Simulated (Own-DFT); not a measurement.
# How strain changes the stress of wurtzite GaN, 72 atoms (Ga36N36)

Calculated, not measured: single-point runs of Own-DFT, a retired in-house plane-wave DFT program that no person has reviewed, on unrelaxed cells, without spin or spin-orbit coupling.

All runs used: PBE; PseudoDojo norm-conserving scalar-relativistic files (stringent for Ga); cutoff 96 hartree; 4 x 4 x 3 k mesh centred on Gamma; Gaussian smearing of 0.01 eV.

Keep in mind: forces not confirmed at this smearing and k mesh; stress not checked against mesh or cutoff.

Unstrained cell vectors in Å: (9.567, 0.000, 0.000); (-4.783, 8.285, 0.000); (0.000, 0.000, 10.370). The unstrained cell has measured lattice constants (interpolated for alloys), not those of this functional. That, the random moves and any unrelaxed bonds set the pressure at no strain. A uniform strain is put on this cell, atoms riding along. Each coordinate of each atom was shifted by a normal deviate of width 0.05 Å. Strain is the symmetric tensor, in per cent. Stress is positive in tension, and the pressure is minus a third of its trace.

```
run,e_xx (%),e_yy (%),e_zz (%),e_yz (%),e_xz (%),e_xy (%),s_xx (GPa),s_yy (GPa),s_zz (GPa),s_yz (GPa),s_xz (GPa),s_xy (GPa),P (GPa),E (meV/atom)
1,0.93,-1.24,1.62,1.21,-1.47,1.47,-4.46,-9.55,-1.13,2.88,-4.39,3.97,5.04,16.7
2,1.78,-0.04,0.68,0.01,1.78,-0.07,0.50,-4.43,-4.20,-0.88,3.76,0.17,2.71,1.2
3,0.02,0.34,0.48,1.60,0.93,1.59,-6.41,-4.08,-6.07,2.76,2.92,3.98,5.52,11.9
4,-1.96,1.62,-0.91,1.12,0.44,-0.81,-15.97,-4.27,-12.05,2.74,2.26,-3.13,10.76,45.2
5,-0.98,0.76,0.50,0.20,-0.41,1.18,-7.84,-5.98,-6.12,1.72,-1.33,4.33,6.65,3.0
6,-0.36,0.78,0.59,0.37,0.03,-1.42,-7.17,-4.32,-4.39,0.63,-0.30,-4.62,5.29,2.0
7,-1.09,-1.68,0.18,1.93,-1.61,0.96,-14.11,-17.51,-8.95,4.91,-4.28,3.53,13.53,46.9
8,0.31,-0.14,-0.97,0.31,-0.74,-1.45,-6.81,-7.74,-11.65,0.74,-1.98,-2.87,8.73,17.2
9,-0.67,0.03,1.00,-1.88,1.00,0.14,-10.61,-4.98,-3.67,-3.51,2.05,0.57,6.42,0.0
10,-1.97,-1.35,-0.68,-0.72,-0.30,-1.17,-18.41,-16.94,-13.39,-2.60,-0.55,-4.37,16.25,46.7
11,-1.34,1.75,-0.74,-1.60,0.97,0.44,-11.30,-3.09,-9.80,-3.46,2.03,0.97,8.06,16.6
12,-1.96,-0.92,0.69,-1.91,0.44,1.68,-16.47,-12.71,-7.24,-3.98,0.91,6.04,12.14,39.3
13,-0.38,-1.23,-0.96,-0.52,-0.27,-0.86,-9.03,-13.74,-14.62,-1.35,-1.29,-3.31,12.46,20.8
14,0.12,1.02,-0.54,-1.12,1.99,0.76,-7.36,-2.22,-8.02,-2.24,4.39,2.57,5.86,0.9
15,-0.85,-1.39,-1.09,-0.94,-1.82,0.29,?,?,?,?,?,?,?,?
```

The last column gives the free energy per atom over the lowest of the runs shown.

## Worked fit

Least squares on the runs shown: each stress against a constant and the strains, taken as fractions with shears doubled. Shear strains stay in the fit of a normal stress only where such slopes are resolved. The slopes, in GPa:

```
stress,at no strain,per e_xx,per e_yy,per e_zz,scatter
s_xx,-7.4,432 ± 34,106 ± 33,55 ± 46,1.29
s_yy,-7.1,160 ± 29,438 ± 28,109 ± 39,1.09
s_zz,-7.9,68 ± 18,105 ± 17,439 ± 24,0.67
```

The slope of each shear stress on twice its own strain, from a fit on all six strains: yz 99 ± 8, xz 140 ± 7, xy 160 ± 14 GPa. These are stiffnesses along x, y and z of the frame in which the cell vectors are given, with the crystal's c axis along z: C11, C12, C13 and C33. Hexagonal symmetry asks that xx and yy behave alike, which is a second check on the noise. These are clamped-ion slopes: internal relaxation, where symmetry allows it, would soften some. The table should be nearly symmetric about its diagonal, and what it lacks of that shows the noise. A ninth of the table's sum, 213 ± 6 GPa, estimates the bulk modulus near the mean pressure of these runs, 8.5 GPa, so it lies above the value at zero pressure.

## Check

Q: what normal stresses and pressure should run 15 give?

From the fit: s_xx = -13.1, s_yy = -15.8, s_zz = -14.7 and P = 14.5 GPa. Computed: -14.53, -13.85, -14.52 and P = 14.30 GPa.
